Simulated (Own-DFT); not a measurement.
# What a defect does to the pressure of its cell: zincblende GaAs

Source: density functional calculations with Own-DFT, an unreviewed in-house program that is no longer used. Nothing was measured or relaxed, and spin and spin-orbit coupling are left out.

Common settings: PBE; PseudoDojo norm-conserving scalar-relativistic files; cutoff 42 hartree; 3 x 3 x 3 k mesh centred on Gamma; Fermi-Dirac smearing of 0.1 eV.

Known weak points (not all hold for every row): not probed for a lower state with spin; forces not confirmed at this smearing and k mesh; stress not checked against mesh or cutoff.

All runs share one cell, with vectors in Å (10.862, 0.000, 0.000); (0.000, 10.862, 0.000); (0.000, 0.000, 11.796) and a volume of 1391.7 Å³, strained against the parent crystal. u is the rms random offset of the atoms per axis. The defect's site can differ from row to row.

| cell | formula | u (Å) | P (GPa) |
|---|---|---|---|
| no defect | As32Ga32 | 0.0282 | 6.65 |
| no defect | As32Ga32 | 0.0300 | 6.66 |
| no defect | As32Ga32 | 0.0523 | 7.20 |
| one As vacancy and one Ga vacancy | As31Ga31 | 0.0283 | 5.94 |
| one As vacancy and one Ga vacancy | As31Ga31 | 0.0478 | 6.21 |
| one As vacancy and one Ga vacancy | As31Ga31 | 0.0487 | 6.27 |
| one Al on a Ga site | AlAs32Ga31 | 0.0297 | 6.67 |
| one Al on a Ga site | AlAs32Ga31 | 0.0507 | 7.02 |
| one Al on a Ga site | AlAs32Ga31 | 0.0507 | 7.07 |
| one P on an As site | As31Ga32P | 0.0288 | 6.37 |
| one P on an As site | As31Ga32P | 0.0302 | 6.39 |
| one P on an As site | As31Ga32P | 0.0483 | 6.76 |
| one In on a Ga site | As32Ga31In | 0.0283 | 7.39 |
| one In on a Ga site | As32Ga31In | 0.0291 | ? |
| one In on a Ga site | As32Ga31In | 0.0294 | 7.35 |
| one In on a Ga site | As32Ga31In | 0.0322 | 7.43 |

## Fit

P = P0 + c u² + a shift for each defect gives P0 = 6.48 GPa, c = 244 ± 14 GPa/Å² and a scatter of 0.04 GPa. The shifts, and each times the cell's volume:

- one In on a Ga site: 0.69 ± 0.03 GPa, 6.0 eV
- one Al on a Ga site: -0.05 ± 0.03 GPa, -0.4 eV (not resolved)
- one P on an As site: -0.30 ± 0.03 GPa, -2.6 eV
- one As vacancy and one Ga vacancy: -0.78 ± 0.03 GPa, -6.8 eV

Positive is outwards. The product with the volume (160.2 GPa Å³ to the eV) is nearly free of the cell's size; divided by the bulk modulus at the cell's pressure it gives the volume that the defect adds. The atoms around the defects weren't relaxed, which would change these numbers.

## The run left out

The question: what pressure belongs in the blank (one In on a Ga site, u = 0.0291 Å)?

From the fit: 7.38 ± 0.04 GPa. Computed: 7.41 GPa.
